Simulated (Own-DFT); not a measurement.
# Response to strain: C40 NbSi2, 36 atoms (Nb12Si24)

These are calculations, not measurements. The program, named Own-DFT, is a retired in-house plane-wave density functional code that no person has reviewed. Each row is one single-point run on a periodic cell that was not relaxed, without spin or spin-orbit coupling.

Settings of every run: PBE; PseudoDojo norm-conserving scalar-relativistic files; cutoff 42 hartree; 4 x 4 x 5 k mesh centred on Gamma; cold (Marzari-Vanderbilt) smearing of 0.2 eV.

Known limits: forces on such cells failed a check on a denser k mesh; stress not checked against mesh or cutoff.

Unstrained cell vectors in Å: (0.000, 8.324, 0.000); (-9.613, 0.000, 0.000); (0.000, 0.000, 6.586). The unstrained cell was taken from the Materials Project. The random moves and any unrelaxed bonds add to the pressure at no strain. Each run strains this cell uniformly, with the atoms carried along. Every atom was also moved at random, by a Gaussian of width 0.05 Å on each axis. Strain is the symmetric tensor, in per cent. Stress is positive in tension, and the pressure is minus a third of its trace.

| run | e_xx (%) | e_yy (%) | e_zz (%) | e_yz (%) | e_xz (%) | e_xy (%) | s_xx (GPa) | s_yy (GPa) | s_zz (GPa) | s_yz (GPa) | s_xz (GPa) | s_xy (GPa) | P (GPa) | E (meV/atom) |
|---|---|---|---|---|---|---|---|---|---|---|---|---|---|---|
| 1 | 1.83 | 0.73 | 0.93 | -0.22 | -1.12 | -1.72 | 5.33 | 2.02 | 2.16 | -1.21 | -2.98 | -4.41 | -3.17 | 13.6 |
| 2 | 1.62 | -1.33 | -1.79 | 0.32 | 2.00 | 1.62 | 1.45 | -9.36 | -13.75 | 1.16 | 7.19 | 4.44 | 7.22 | 59.5 |
| 3 | -0.37 | -1.07 | 1.26 | -1.12 | 0.47 | -1.83 | -3.94 | -5.44 | 0.83 | -3.41 | 1.16 | -5.51 | 2.85 | 20.8 |
| 4 | 1.44 | 0.82 | 1.70 | 1.35 | 0.03 | 1.51 | 4.24 | 2.44 | 5.23 | 3.30 | 0.45 | 3.94 | -3.97 | 18.3 |
| 5 | -1.39 | -1.33 | 0.11 | 0.40 | -0.15 | -0.99 | -8.60 | -7.95 | -5.20 | 1.85 | -0.83 | -3.60 | 7.25 | 16.6 |
| 6 | -1.64 | -0.94 | -0.94 | 1.10 | -1.27 | -0.17 | -10.53 | -7.95 | -10.49 | 3.70 | -4.47 | 0.05 | 9.66 | 30.4 |
| 7 | 0.19 | 0.98 | 1.42 | 0.20 | -0.62 | 1.18 | 0.62 | 2.30 | 3.95 | 0.84 | -1.63 | 3.11 | -2.29 | 0.0 |
| 8 | 0.09 | 1.74 | 0.29 | 0.94 | 0.10 | 1.50 | -0.74 | 4.32 | -0.70 | 2.47 | -0.18 | 3.99 | -0.96 | 7.2 |
| 9 | 0.86 | -1.92 | -1.91 | 0.02 | -0.91 | 0.39 | -2.09 | -10.02 | -14.70 | 1.10 | -3.42 | 0.56 | 8.94 | 33.3 |
| 10 | -1.19 | -1.54 | 0.65 | -0.34 | 1.12 | 0.95 | -7.92 | -8.91 | -3.60 | -0.67 | 3.89 | 3.31 | 6.81 | 36.9 |
| 11 | 1.54 | -1.09 | 0.02 | -0.86 | -0.81 | -1.23 | 2.50 | -4.92 | -4.26 | -2.31 | -2.68 | -3.27 | 2.23 | 24.6 |
| 12 | 1.73 | -1.35 | -0.38 | -1.72 | 0.02 | 1.22 | 2.40 | -7.64 | -5.73 | -5.71 | -0.26 | 3.18 | 3.66 | 41.5 |
| 13 | 1.06 | 0.31 | 0.43 | 0.46 | -0.91 | 0.13 | 1.89 | 0.17 | -0.46 | 0.84 | -2.41 | 0.40 | -0.53 | 3.3 |
| 14 | -0.68 | -1.56 | -1.14 | -1.31 | 0.38 | 1.13 | -7.55 | -10.12 | -11.38 | -3.90 | 1.56 | 3.79 | 9.68 | 38.1 |
| 15 | -1.08 | -0.70 | 0.79 | -0.66 | -0.96 | -1.99 | -7.02 | -4.70 | -1.47 | -1.91 | -2.03 | -6.59 | 4.40 | 20.2 |
| 16 | 0.69 | 0.92 | -0.70 | 1.09 | -1.56 | -0.76 | ? | ? | ? | ? | ? | ? | ? | ? |

E is the free energy for each atom above the lowest run shown.

## Worked fit

Each stress component was fitted by least squares to a constant and the strains of the runs shown, as fractions, with shears doubled. Shear strains stay in the fit of a normal stress only where such slopes are resolved. The slopes, in GPa:

```
stress  at no strain  per e_xx  per e_yy  per e_zz  scatter
  s_xx          -2.6   379 ± 8   80 ± 11   69 ± 11     0.34
  s_yy          -2.6   53 ± 14  372 ± 20   94 ± 19     0.63
  s_zz          -4.0    53 ± 9  103 ± 13  482 ± 12     0.40
```

Each shear stress against twice its own strain: yz 158 ± 8, xz 169 ± 12, xy 145 ± 9 GPa. These are stiffnesses along x, y and z of the frame in which the cell vectors are given, which need not be the crystal's axes. The atoms are held to the strained lattice; where symmetry lets them move under strain, relaxing them would lower some slopes. The table should be nearly symmetric about its diagonal, and what it lacks of that shows the noise. A ninth of its sum, 187 ± 6 GPa, estimates the bulk modulus near the mean pressure of these runs, 3.5 GPa, so it lies above the value at zero pressure.

## Withheld run

Question: what normal stresses and pressure should run 16 give?

The fit gives s_xx = 0.2, s_yy = 0.6, s_zz = -6.1 and P = 1.8 GPa. The calculation gave -0.64, 1.30, -6.43 and P = 1.92 GPa.
